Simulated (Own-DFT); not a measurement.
Simulation results for Si$_{12}$O$_{23}$ (quartz with two neutral oxygen vacancies, strained, atoms displaced)

Computed with Own-DFT development build. A calculation, not a measurement: plane-wave PBE and HSE06 DFT by an unreviewed code, no spin, of a simulated cell at Gamma alone, so results move with cell size and shape, stress positive in tension, energies less offsets, not probed for a lower state with spin; oxygen file: force components 24 meV/angstrom off all-electron in a glass; k mesh not checked against a denser one; forces and stress are PBE's, HSE06 gives the energy alone, and its difference from PBE has offsets of its own; offsets are fitted by least squares, one for each functional and potential file, so energies compare only between cells with the same atoms and settings and are not formation energies; the far tail of each file's local potential was reset to the Coulomb form; each entry is a single point on an unrelaxed cell, so the pressure reflects the starting lattice, mostly measured values (interpolated for alloys), from which strain is counted, and rises with the displacements; printed positions are rounded, which can move forces by about a meV/angstrom; the program, named Own-DFT, is a retired in-house code; no spin-orbit coupling.

Settings shared by all entries: first functional PBE; second functional HSE06; exact exchange share 0.25; screening 0.11 1/bohr; exchange divergence Gygi-Baldereschi; potential files PseudoDojo norm-conserving, scalar-relativistic, made for PBE, standard set; wave cutoff 48 hartree; occupations fixed; k mesh 1 x 1 x 1 centred on Gamma.

(1) Si$_{12}$O$_{23}$ (quartz with two neutral oxygen vacancies, strained, atoms displaced)

```
Si12O23
1.0
      9.7478     0.0885    -0.0934
     -4.7973     8.3931    -0.0689
     -0.1028    -0.1468    10.6081
Si O Si O Si O Si O Si O Si O Si O Si O
3 6 3 5 3 6 3 6 3 6 3 5 3 6 3 6
Direct
  0.24097 0.00281 0.99638
  0.99757 0.23787 0.33882
  0.26731 0.26579 0.16505
  0.20573 0.13376 0.05817
  0.42147 0.29514 0.22694
  0.35638 0.07369 0.39453
  0.07149 0.36916 0.44477
  0.14230 0.21577 0.27439
  0.29013 0.42650 0.10716
  0.22983 0.99148 0.49891
  0.99896 0.23752 0.83179
  0.26513 0.26625 0.67001
  0.20596 0.13788 0.55836
  0.42626 0.29009 0.72999
  0.06891 0.36060 0.94026
  0.13250 0.20903 0.77686
  0.29267 0.42593 0.60522
  0.23146 0.49784 0.99744
  0.00173 0.73617 0.32950
  0.25710 0.75940 0.16406
  0.20437 0.63483 0.05649
  0.42538 0.79753 0.22795
  0.37296 0.57761 0.39147
  0.07771 0.86731 0.43984
  0.12780 0.70623 0.26745
  0.29189 0.92709 0.10755
  0.24018 0.50385 0.49726
  0.00463 0.74201 0.83043
  0.26865 0.76505 0.67054
  0.21271 0.63253 0.55824
  0.42143 0.79316 0.72786
  0.36506 0.57261 0.89486
  0.07489 0.86801 0.93699
  0.13660 0.70569 0.77253
  0.29519 0.92437 0.60607
  0.73007 0.99844 0.99945
  0.49651 0.23494 0.33536
  0.76131 0.26661 0.16879
  0.70633 0.13591 0.05818
  0.92655 0.28631 0.22986
  0.86203 0.07242 0.39549
  0.57161 0.37000 0.44626
  0.63313 0.20644 0.27160
  0.79553 0.42714 0.11191
  0.73425 0.00330 0.49996
  0.49422 0.23040 0.83645
  0.76387 0.26115 0.66722
  0.70898 0.13658 0.55692
  0.93043 0.29347 0.72327
  0.86416 0.06964 0.89288
  0.63812 0.20876 0.77458
  0.79110 0.42182 0.60952
  0.73581 0.50096 0.00037
  0.49996 0.73462 0.33640
  0.76994 0.77072 0.16830
  0.70889 0.63813 0.05680
  0.92320 0.79661 0.23162
  0.86683 0.57410 0.39577
  0.57841 0.87291 0.44288
  0.63141 0.70705 0.27281
  0.79409 0.92793 0.10412
  0.73226 0.50004 0.50158
  0.49960 0.73683 0.83134
  0.76183 0.75506 0.66688
  0.70736 0.62838 0.55615
  0.93070 0.79710 0.72888
  0.87008 0.57308 0.89824
  0.56764 0.86151 0.93467
  0.62741 0.70268 0.77628
  0.79280 0.92241 0.60702
```

Results for Si$_{12}$O$_{23}$ (quartz with two neutral oxygen vacancies, strained, atoms displaced): PBE energy of cell above offsets -18.401 eV; HSE06 less PBE above offsets -0.848 eV; PBE pressure 15.42 GPa; PBE stress xx -15.39 GPa; PBE stress yy -14.28 GPa; PBE stress zz -16.59 GPa; PBE stress yz -5.76 GPa; PBE stress xz -4.26 GPa; PBE stress xy 2.93 GPa.

Force:
| element | x (eV/Å) | y (eV/Å) | z (eV/Å) |
| --- | --- | --- | --- |
| Si | 0.975 | 1.705 | -1.91 |
| Si | 3.409 | -2.776 | -0.168 |
| Si | -3.609 | 0.235 | 0.113 |
| O | -0.466 | -0.781 | -1.178 |
| O | 4.151 | 0.786 | 1.43 |
| O | 1.809 | 1.029 | -1.675 |
| O | -0.241 | 1.005 | 0.931 |
| O | -1.811 | -0.65 | 1.506 |
| O | 0.222 | 0.86 | 0.059 |
| Si | 0.96 | 4.95 | 2.497 |
| Si | -0.146 | -4.003 | 0.469 |
| Si | -1.396 | -0.192 | -0.158 |
| O | 0.409 | -1.823 | -0.78 |
| O | -0.82 | 1.12 | -1.531 |
| O | -0.554 | 2.159 | 2.301 |
| O | 1.983 | -0.268 | -0.725 |
| O | 0.965 | 0.432 | 0.952 |
| Si | 0.719 | 0.095 | -0.056 |
| Si | -1.405 | -2.205 | 2.626 |
| Si | 1.638 | 2.711 | 1.344 |
| O | -0.618 | -1.536 | -1.88 |
| O | -0.313 | -0.223 | -0.01 |
| O | -0.821 | -2.459 | 1.022 |
| O | -2.938 | -2.984 | -1.201 |
| O | 1.099 | -0.982 | 0.164 |
| O | 0.5 | 0.121 | 0.565 |
| Si | 1.115 | -1.653 | -0.9 |
| Si | 1.551 | -5.197 | 1.526 |
| Si | -3.881 | -0.889 | -2.869 |
| O | -2.036 | 2.27 | 0.888 |
| O | 3.911 | 1.34 | 0.848 |
| O | 0.384 | 0.357 | -1.09 |
| O | -0.056 | 2.18 | 2.218 |
| O | -0.779 | -0.433 | 0.781 |
| O | 0.276 | 0.487 | 0.722 |
| Si | 0.759 | 0.476 | -1.685 |
| Si | 0.087 | -0.778 | 0.104 |
| Si | 2.487 | -0.72 | 0.241 |
| O | -0.976 | -0.125 | -0.398 |
| O | -3.007 | 1.177 | -2.845 |
| O | 1.436 | 0.804 | -1.255 |
| O | -1.524 | -2.163 | -1.393 |
| O | -1.996 | -0.679 | 2.059 |
| O | -0.494 | 2.12 | -0.332 |
| Si | 3.105 | -0.618 | 1.157 |
| Si | 2.501 | -0.197 | 4.743 |
| Si | -0.135 | 1.394 | 1.16 |
| O | -1.615 | 0.13 | -0.475 |
| O | -0.915 | 0.725 | -1.391 |
| O | -0.045 | 0.446 | -0.555 |
| O | -1.072 | -1.04 | 1.05 |
| O | -0.498 | 1.763 | -0.538 |
| Si | -0.844 | -2.876 | -1.97 |
| Si | 0.08 | 2.02 | -1.671 |
| Si | -3.606 | -1.184 | -0.49 |
| O | -0.807 | 0.357 | 0.249 |
| O | 1.67 | 1.23 | -0.194 |
| O | 0.438 | 0.394 | -0.673 |
| O | -2.373 | -2.433 | -0.99 |
| O | 1.319 | 0.05 | -0.523 |
| O | 0.354 | 0.354 | 0.902 |
| Si | 5.376 | -2.533 | -1.601 |
| Si | -0.932 | -4.384 | -0.577 |
| Si | -1.667 | 2.667 | 1.302 |
| O | -3.467 | 3.379 | 1.831 |
| O | -2.354 | 0.544 | -2.759 |
| O | 1.365 | 1.688 | -1.771 |
| O | 0.05 | 3.916 | 4.004 |
| O | 3.024 | -0.45 | -2.01 |
| O | 0.087 | -0.24 | 0.466 |

(2) Si$_{12}$O$_{23}$ (quartz with two neutral oxygen vacancies, strained, atoms displaced)

```
Si12O23
1.0
      9.8000     0.1157    -0.1894
     -4.7998     8.5766     0.2218
     -0.2084     0.1614    10.7494
Si O Si O Si O Si O Si O Si O Si O Si O
3 6 3 6 3 5 3 6 3 6 3 6 3 5 3 6
Direct
  0.23417 0.99800 0.00126
  0.99432 0.22981 0.33539
  0.26463 0.26557 0.16481
  0.20710 0.13264 0.05932
  0.42755 0.28652 0.22681
  0.36841 0.07357 0.39542
  0.07155 0.36679 0.44112
  0.13559 0.20801 0.26841
  0.29444 0.43178 0.10682
  0.23156 0.00179 0.49367
  0.00128 0.23676 0.83224
  0.26361 0.26487 0.66881
  0.20313 0.13120 0.55868
  0.43473 0.29824 0.72835
  0.37079 0.07703 0.89070
  0.07011 0.36896 0.94242
  0.13760 0.20728 0.77441
  0.29735 0.42107 0.60688
  0.23464 0.50436 0.00075
  0.00025 0.73602 0.33137
  0.26382 0.76439 0.16419
  0.20769 0.63090 0.06328
  0.42639 0.79848 0.22779
  0.37137 0.57120 0.38814
  0.07464 0.87090 0.44339
  0.29267 0.92926 0.10483
  0.23616 0.51006 0.50008
  0.99470 0.73326 0.83673
  0.26803 0.76695 0.66653
  0.20918 0.63736 0.55625
  0.42680 0.78817 0.72920
  0.36304 0.57089 0.89017
  0.07750 0.86884 0.94028
  0.13534 0.70477 0.77066
  0.29295 0.92501 0.60659
  0.73117 0.00079 0.99827
  0.49686 0.22898 0.32565
  0.76165 0.26041 0.16799
  0.69710 0.13436 0.05829
  0.92521 0.29175 0.22302
  0.86755 0.07363 0.39380
  0.57540 0.37232 0.43908
  0.63721 0.20670 0.27617
  0.79445 0.42991 0.11311
  0.73318 0.99724 0.50000
  0.49834 0.23430 0.83733
  0.76333 0.26349 0.67001
  0.70580 0.13484 0.55704
  0.92562 0.29381 0.72229
  0.86523 0.06840 0.89142
  0.57548 0.37057 0.94001
  0.63536 0.20788 0.77452
  0.79199 0.42890 0.60322
  0.72728 0.49691 0.00011
  0.50624 0.73545 0.33210
  0.76038 0.76098 0.16669
  0.70784 0.63357 0.05833
  0.86459 0.57414 0.38860
  0.57151 0.86957 0.43482
  0.63820 0.70777 0.27468
  0.79075 0.92682 0.10909
  0.73716 0.49873 0.49441
  0.49954 0.73003 0.82714
  0.76666 0.76390 0.66695
  0.70896 0.63427 0.55876
  0.92992 0.79220 0.73081
  0.85645 0.56983 0.89965
  0.57371 0.86578 0.93905
  0.63326 0.70157 0.77743
  0.79047 0.92699 0.61222
```

The calculation gives: PBE energy of cell above offsets -19.949 eV; HSE06 less PBE above offsets 0.292 eV; PBE pressure 5.83 GPa; PBE stress xx -6.98 GPa; PBE stress yy -3.57 GPa; PBE stress zz -6.94 GPa; PBE stress yz 6.05 GPa; PBE stress xz -6.47 GPa; PBE stress xy 2.55 GPa.

Force:
| element | x (eV/Å) | y (eV/Å) | z (eV/Å) |
| --- | --- | --- | --- |
| Si | -1.534 | 3.056 | -3.753 |
| Si | 2.727 | 2.499 | -0.237 |
| Si | 0.064 | -0.411 | -0.676 |
| O | -0.215 | 0.613 | 0.027 |
| O | -4.42 | 2.11 | -5.059 |
| O | 0.433 | 0.154 | -0.818 |
| O | 0.502 | 0.379 | -0.27 |
| O | -1.585 | -0.407 | 1.618 |
| O | 1.809 | -1.187 | 1.647 |
| Si | 1.195 | 1.432 | 2.331 |
| Si | 0.812 | -0.574 | 1.923 |
| Si | 2.666 | -2.606 | -0.693 |
| O | -0.227 | 0.912 | 0.825 |
| O | -2.524 | 0.368 | -2.085 |
| O | -1.481 | -2.52 | 2.054 |
| O | 0.226 | -0.559 | -0.833 |
| O | -1.406 | -0.394 | 1.345 |
| O | -2.042 | 3.748 | -1.964 |
| Si | -0.216 | -0.836 | -2.952 |
| Si | -0.373 | 1.307 | -2.623 |
| Si | -1.981 | -0.623 | 2.178 |
| O | -1.31 | 1.253 | 0.007 |
| O | 0.477 | 0.358 | -0.499 |
| O | -1.049 | -0.152 | 1.328 |
| O | -1.512 | -2.55 | -1.842 |
| O | 2.765 | -1.373 | 2.838 |
| Si | 2.584 | -3.676 | -2.096 |
| Si | 4.359 | -2.037 | 2.909 |
| Si | -1.184 | -1.165 | 0.063 |
| O | -0.992 | 1.636 | 1.034 |
| O | -2.838 | 1.915 | -4.072 |
| O | -0.081 | 0.127 | 0.313 |
| O | -0.611 | -1.184 | -0.693 |
| O | -1.574 | -0.272 | 1.448 |
| O | -0.22 | 1.306 | -0.658 |
| Si | -0.574 | 0.737 | -0.623 |
| Si | 4.11 | 0.325 | 7.082 |
| Si | -0.915 | 0.681 | -1.326 |
| O | 0.643 | -0.65 | -0.517 |
| O | 0.909 | 0.124 | 0.143 |
| O | -0.532 | -1.738 | 0.912 |
| O | -0.677 | -2.369 | -2.216 |
| O | -0.144 | -0.771 | 0.513 |
| O | -0.091 | -0.566 | 0.05 |
| Si | -1.67 | 1.595 | -0.867 |
| Si | 2.723 | 1.321 | 0.087 |
| Si | -1.989 | -0.213 | -2.827 |
| O | 0.221 | -0.02 | 0.386 |
| O | 1.671 | 0.621 | 0.362 |
| O | 0.144 | 1.283 | -0.12 |
| O | -1.452 | -2.134 | -0.748 |
| O | -0.537 | -0.273 | 1.051 |
| O | 2.35 | -1.863 | 2.852 |
| Si | 0.874 | 0.783 | 2.14 |
| Si | -0.868 | -0.387 | 0.798 |
| Si | 3.797 | 0.082 | 0.434 |
| O | -1.214 | 0.741 | 0.373 |
| O | 0.936 | 0.2 | -0.254 |
| O | 0.688 | 0.295 | 0.582 |
| O | -0.863 | -0.807 | 0.913 |
| O | 0.329 | 0.274 | 0.495 |
| Si | -2.641 | 1.405 | -0.57 |
| Si | 2.508 | -0.605 | 5.964 |
| Si | -0.451 | -2.075 | 0.158 |
| O | 0.057 | 0.703 | 0.214 |
| O | -3.048 | 1.428 | -3.344 |
| O | 2.339 | 2.299 | -2.471 |
| O | -0.339 | -1.086 | -1.025 |
| O | 1.828 | 0.055 | -1.236 |
| O | 0.635 | -0.044 | 0.56 |

(3) Si$_{12}$O$_{23}$ (quartz with two neutral oxygen vacancies, strained, atoms displaced)

```
Si12O23
1.0
      9.7205     0.1675     0.0943
     -4.7151     8.4080     0.0766
      0.1037     0.1572    10.7484
Si O Si O Si O Si O Si O Si O Si O Si O
3 5 3 6 3 6 3 5 3 6 3 6 3 6 3 6
Direct
  0.23291 0.99394 0.00911
  0.00417 0.23927 0.33684
  0.25881 0.25928 0.16865
  0.41880 0.29181 0.22375
  0.37082 0.07454 0.39283
  0.07312 0.37033 0.44392
  0.13186 0.19862 0.27041
  0.29261 0.42996 0.10176
  0.23702 0.00116 0.50215
  0.00055 0.23413 0.83657
  0.26540 0.26592 0.66789
  0.21204 0.13541 0.55495
  0.43134 0.29530 0.72647
  0.36113 0.06499 0.89285
  0.06941 0.36012 0.94007
  0.13041 0.20278 0.77318
  0.29796 0.42810 0.61209
  0.23121 0.49371 0.00723
  0.00411 0.73743 0.33439
  0.26660 0.76636 0.16706
  0.20694 0.63197 0.06056
  0.42472 0.78668 0.22845
  0.36661 0.57516 0.39601
  0.07702 0.86629 0.43726
  0.13501 0.70336 0.27252
  0.29483 0.93133 0.11208
  0.23450 0.50114 0.50600
  0.99891 0.73089 0.82814
  0.26783 0.76511 0.66462
  0.20197 0.62480 0.55518
  0.42434 0.79690 0.72968
  0.36213 0.56996 0.89193
  0.13398 0.70147 0.77755
  0.28696 0.92548 0.60510
  0.73287 0.99836 0.00111
  0.50072 0.23199 0.33506
  0.76500 0.26174 0.16627
  0.70662 0.13260 0.05915
  0.92737 0.30137 0.22684
  0.86918 0.06915 0.39270
  0.57182 0.36080 0.44621
  0.62917 0.20557 0.27188
  0.79286 0.41871 0.10861
  0.73715 0.00093 0.50117
  0.50150 0.23664 0.83462
  0.76261 0.26292 0.66767
  0.70527 0.13338 0.55769
  0.93500 0.30039 0.72633
  0.86324 0.07361 0.89437
  0.57861 0.36573 0.93675
  0.63215 0.20782 0.77318
  0.79585 0.43325 0.60703
  0.74081 0.50094 0.00200
  0.50101 0.73189 0.33684
  0.76653 0.77206 0.17206
  0.70649 0.63273 0.05953
  0.92939 0.79585 0.22831
  0.86287 0.57110 0.39219
  0.57212 0.86352 0.43910
  0.62709 0.70506 0.27486
  0.79489 0.92531 0.10613
  0.73979 0.49707 0.49926
  0.49846 0.73432 0.83757
  0.76539 0.77519 0.66747
  0.70398 0.63094 0.55790
  0.92684 0.79325 0.72457
  0.86618 0.57318 0.89502
  0.57433 0.86778 0.93733
  0.63349 0.71103 0.77283
  0.79451 0.92742 0.60627
```

It finds PBE energy of cell above offsets -17.988 eV; HSE06 less PBE above offsets -0.343 eV; PBE pressure 12.09 GPa; PBE stress xx -14.83 GPa; PBE stress yy -9.28 GPa; PBE stress zz -12.16 GPa; PBE stress yz 7.53 GPa; PBE stress xz 2.35 GPa; PBE stress xy 5.82 GPa.

Force:
| element | x (eV/Å) | y (eV/Å) | z (eV/Å) |
| --- | --- | --- | --- |
| Si | -5.275 | 2.257 | -4.018 |
| Si | -0.909 | -0.08 | -0.365 |
| Si | 2.514 | -0.525 | -5.547 |
| O | 3.009 | 0.568 | 2.027 |
| O | -0.555 | -2.314 | 0.734 |
| O | 0.267 | -0.697 | -0.322 |
| O | -3.226 | -0.996 | 3.341 |
| O | 4.711 | -3.817 | 6.05 |
| Si | -1.168 | -0.916 | -4.289 |
| Si | -0.909 | 0.024 | -0.628 |
| Si | 2.17 | -2.112 | 0.228 |
| O | -2.078 | 2.76 | 1.932 |
| O | -1.599 | 0.073 | -1.176 |
| O | 0.768 | 1.318 | -0.439 |
| O | 0.638 | 1.99 | 2.15 |
| O | 1.246 | -0.848 | -0.072 |
| O | -0.815 | 1.796 | -0.885 |
| Si | -4.21 | 1.743 | -7.309 |
| Si | -0.46 | -1.322 | 0.376 |
| Si | 1.742 | -1.492 | -0.356 |
| O | -1.265 | 1.704 | 0.755 |
| O | -0.499 | 0.735 | -0.955 |
| O | -0.116 | -1.762 | 0.526 |
| O | 0.29 | 1.284 | 1.325 |
| O | -0.525 | -0.746 | 0.996 |
| O | 2.824 | -0.904 | 2.969 |
| Si | 3.361 | -4.351 | -3.199 |
| Si | -0.321 | 2.236 | 3.352 |
| Si | -0.827 | -1.973 | 0.206 |
| O | -4.099 | 6.448 | 4.149 |
| O | 0.715 | 0.315 | -0.446 |
| O | -0.013 | -0.326 | 0.192 |
| O | 2.245 | -0.516 | -1.713 |
| O | 2.118 | -1.24 | 2.37 |
| Si | -0.659 | -1.18 | -1.054 |
| Si | -2.742 | 3.152 | 0.023 |
| Si | 0.479 | -2.166 | 0.94 |
| O | -0.94 | 0.647 | 0.697 |
| O | 1.832 | -0.5 | 1.24 |
| O | 0.47 | 0.699 | -0.582 |
| O | 0.34 | 0.022 | -0.484 |
| O | 2.607 | -0.86 | -0.787 |
| O | -1.106 | 3.265 | -1.486 |
| Si | -1.754 | -1.495 | -2.432 |
| Si | -1.768 | -1.535 | 1.636 |
| Si | 2.135 | 1.447 | -0.614 |
| O | -0.759 | 1.216 | 0.864 |
| O | -1.906 | -0.454 | -1.131 |
| O | 0.749 | -0.428 | -0.891 |
| O | 0.408 | 1.38 | 1.571 |
| O | 1.746 | -1.185 | -0.095 |
| O | 2.574 | -2.244 | 2.894 |
| Si | -2.389 | -1.9 | 0.369 |
| Si | -3.148 | 0.974 | 0.954 |
| Si | 1.913 | -4.479 | -0.499 |
| O | -0.577 | 1.779 | 1.78 |
| O | -0.904 | 0.397 | -0.784 |
| O | 2.186 | 1.474 | -2.467 |
| O | 0.788 | 2.077 | 1.774 |
| O | 4.275 | -0.706 | -1.563 |
| O | -0.622 | 2.389 | -0.572 |
| Si | -4.787 | 0.208 | -0.546 |
| Si | -0.988 | -0.526 | -0.235 |
| Si | 3.042 | -6.606 | -0.272 |
| O | -0.523 | 2.076 | 1.391 |
| O | -0.851 | 0.618 | -1.164 |
| O | 1.416 | 0.114 | -1.543 |
| O | 0.004 | 0.889 | 1.379 |
| O | 0.317 | -0.635 | 0.549 |
| O | -0.61 | 3.762 | -0.825 |

(4) Si$_{12}$O$_{23}$ (quartz with two neutral oxygen vacancies, strained, atoms displaced)

```
Si12O23
1.0
      9.8748     0.1152     0.1398
     -4.8376     8.4516     0.0213
      0.1538     0.1159    10.6477
Si O Si O Si O Si O Si O Si O Si O Si O
3 6 3 6 3 5 3 6 3 6 3 6 3 5 3 6
Direct
  0.23294 0.00337 0.00256
  0.99930 0.23654 0.33247
  0.26666 0.26240 0.17121
  0.21095 0.13454 0.06058
  0.42932 0.29424 0.22533
  0.36884 0.07730 0.39569
  0.06785 0.36507 0.44127
  0.13377 0.20810 0.27501
  0.29080 0.42856 0.10737
  0.23468 0.99763 0.49976
  0.00253 0.23507 0.83363
  0.26087 0.26382 0.66851
  0.20892 0.13625 0.55800
  0.42236 0.29090 0.72596
  0.36235 0.07284 0.89373
  0.07296 0.36437 0.93678
  0.13657 0.20683 0.77423
  0.29266 0.42794 0.60124
  0.23252 0.50295 0.99876
  0.99606 0.73559 0.32820
  0.26121 0.76164 0.16449
  0.20259 0.62937 0.05921
  0.42482 0.79306 0.22980
  0.07615 0.86678 0.43468
  0.13254 0.70567 0.27263
  0.29599 0.92995 0.10159
  0.23022 0.49671 0.50466
  0.99783 0.73569 0.83704
  0.26061 0.76402 0.66926
  0.21018 0.63572 0.56127
  0.41937 0.79268 0.72864
  0.36380 0.56927 0.89399
  0.07618 0.86803 0.94459
  0.13368 0.70773 0.77400
  0.29633 0.92671 0.60613
  0.73419 0.99778 0.00105
  0.49624 0.23596 0.33054
  0.76223 0.26527 0.16524
  0.70566 0.13713 0.06312
  0.93054 0.29522 0.22201
  0.87150 0.07430 0.39331
  0.57066 0.36003 0.44124
  0.63163 0.20764 0.27009
  0.79947 0.43027 0.10392
  0.72711 0.99732 0.50219
  0.50108 0.23461 0.83113
  0.76810 0.26940 0.66850
  0.70390 0.13447 0.56273
  0.92529 0.29409 0.72404
  0.86855 0.07612 0.88865
  0.57509 0.36259 0.94000
  0.63147 0.20516 0.77269
  0.78968 0.42379 0.60954
  0.73415 0.50020 0.00302
  0.49662 0.73603 0.33525
  0.76369 0.76068 0.16754
  0.71194 0.63678 0.06282
  0.92312 0.78848 0.22534
  0.86841 0.57185 0.39030
  0.56654 0.85759 0.44171
  0.79309 0.92261 0.10120
  0.74017 0.50370 0.50025
  0.50094 0.73350 0.82843
  0.76171 0.76453 0.67151
  0.70957 0.63746 0.55926
  0.92496 0.79176 0.72648
  0.85923 0.57202 0.89152
  0.57173 0.86504 0.94277
  0.63513 0.71156 0.77571
  0.79560 0.92937 0.60736
```

To be estimated
1. Estimate the PBE stress zz of Si$_{12}$O$_{23}$ (quartz with two neutral oxygen vacancies, strained, atoms displaced) (entry 4).
2. Estimate the PBE pressure of Si$_{12}$O$_{23}$ (quartz with two neutral oxygen vacancies, strained, atoms displaced) (entry 4).
3. Give the table of force values for Si$_{12}$O$_{23}$ (quartz with two neutral oxygen vacancies, strained, atoms displaced) (entry 4).

## Answers
1. -12.35 GPa
2. 9.97 GPa
3. 
Force:
| element | x (eV/Å) | y (eV/Å) | z (eV/Å) |
| --- | --- | --- | --- |
| Si | 1.133 | -2.082 | -1.921 |
| Si | -0.642 | 0.47 | 0.096 |
| Si | -0.538 | 1.908 | -2.062 |
| O | -2.211 | 2.41 | 1.618 |
| O | -1.42 | 0.809 | -1.695 |
| O | 0.439 | -0.805 | -0.998 |
| O | 0.317 | 1.016 | 0.814 |
| O | 0.514 | -0.801 | 0.745 |
| O | 0.564 | -0.942 | 0.619 |
| Si | -1.202 | -0.357 | -0.008 |
| Si | -1.296 | 0.898 | -1.362 |
| Si | 3.079 | 0.704 | -2.566 |
| O | -0.447 | -0.176 | 0.135 |
| O | 0.005 | 0.522 | -0.292 |
| O | 1.038 | 0.695 | -1.468 |
| O | 0.22 | 1.689 | 1.402 |
| O | -1.516 | -1.171 | 1.916 |
| O | 2.357 | -1.621 | 3.083 |
| Si | 0.667 | -3.773 | 0.098 |
| Si | 2.21 | 0.029 | 2.091 |
| Si | 1.651 | 1.727 | 0.017 |
| O | -1.816 | 1.926 | 0.677 |
| O | -2.289 | 0.503 | -2.185 |
| O | -0.054 | 0.51 | 0.679 |
| O | -0.562 | -0.559 | 0.505 |
| O | 1.248 | -1.547 | 1.923 |
| Si | -0.734 | 1.741 | -5.527 |
| Si | 0.223 | 0.666 | -0.011 |
| Si | 1.916 | 0.468 | -1.599 |
| O | -1.254 | 0.343 | 0.292 |
| O | 1.32 | 0.163 | 0.158 |
| O | 1.689 | 1.433 | -2.191 |
| O | -0.958 | -0.937 | -0.509 |
| O | -2.179 | -1.163 | 2.375 |
| O | -0.385 | 0.61 | -0.06 |
| Si | -1.582 | 0.837 | -1.346 |
| Si | 2.102 | 0.165 | 2.022 |
| Si | 2.773 | 1.332 | 1.017 |
| O | 0.785 | -2.452 | -2.32 |
| O | -1.325 | -0.002 | -0.613 |
| O | -1.479 | -1.715 | 0.999 |
| O | 0.992 | 2.325 | 1.158 |
| O | -0.735 | -0.657 | 1.33 |
| O | 0.279 | 0.304 | 0.743 |
| Si | 1.019 | 0.09 | -1.389 |
| Si | -1.861 | -0.312 | 1.001 |
| Si | 0.714 | -2.482 | 0.005 |
| O | -0.242 | -0.117 | -0.396 |
| O | 1.632 | 0.227 | 0.733 |
| O | -0.821 | -1.97 | 1.006 |
| O | 0.068 | 1.166 | 0.998 |
| O | 0.956 | -0.703 | 0.275 |
| O | -0.748 | 2.738 | -1.078 |
| Si | -1.131 | -1.895 | -1.164 |
| Si | 1.875 | -4.69 | -0.818 |
| Si | -3.319 | 1.153 | 3.518 |
| O | -0.668 | -1.523 | -1.686 |
| O | -0.689 | 1.13 | -1.61 |
| O | 0.279 | -0.37 | -0.295 |
| O | 0.892 | 3.381 | 2.75 |
| O | 1.017 | 0.389 | 0.822 |
| Si | -2.045 | -2.522 | -0.517 |
| Si | -3.836 | 0.849 | 3.199 |
| Si | 3.03 | 1.246 | -2.995 |
| O | -0.367 | 0.174 | 0.311 |
| O | -0.229 | 0.262 | -0.023 |
| O | 1.095 | 0.537 | -1.057 |
| O | 0.077 | -0.261 | -0.691 |
| O | 0.669 | -1.705 | 1.019 |
| O | -0.265 | -0.234 | 0.307 |

Further results for Si$_{12}$O$_{23}$ (quartz with two neutral oxygen vacancies, strained, atoms displaced) (entry 4):

- PBE energy of cell above offsets: -20.458 eV
- HSE06 less PBE above offsets: -0.283 eV
- PBE stress xx: -9.29 GPa
- PBE stress yy: -8.28 GPa
- PBE stress yz: 2.21 GPa
- PBE stress xz: 3.15 GPa
- PBE stress xy: 3.35 GPa
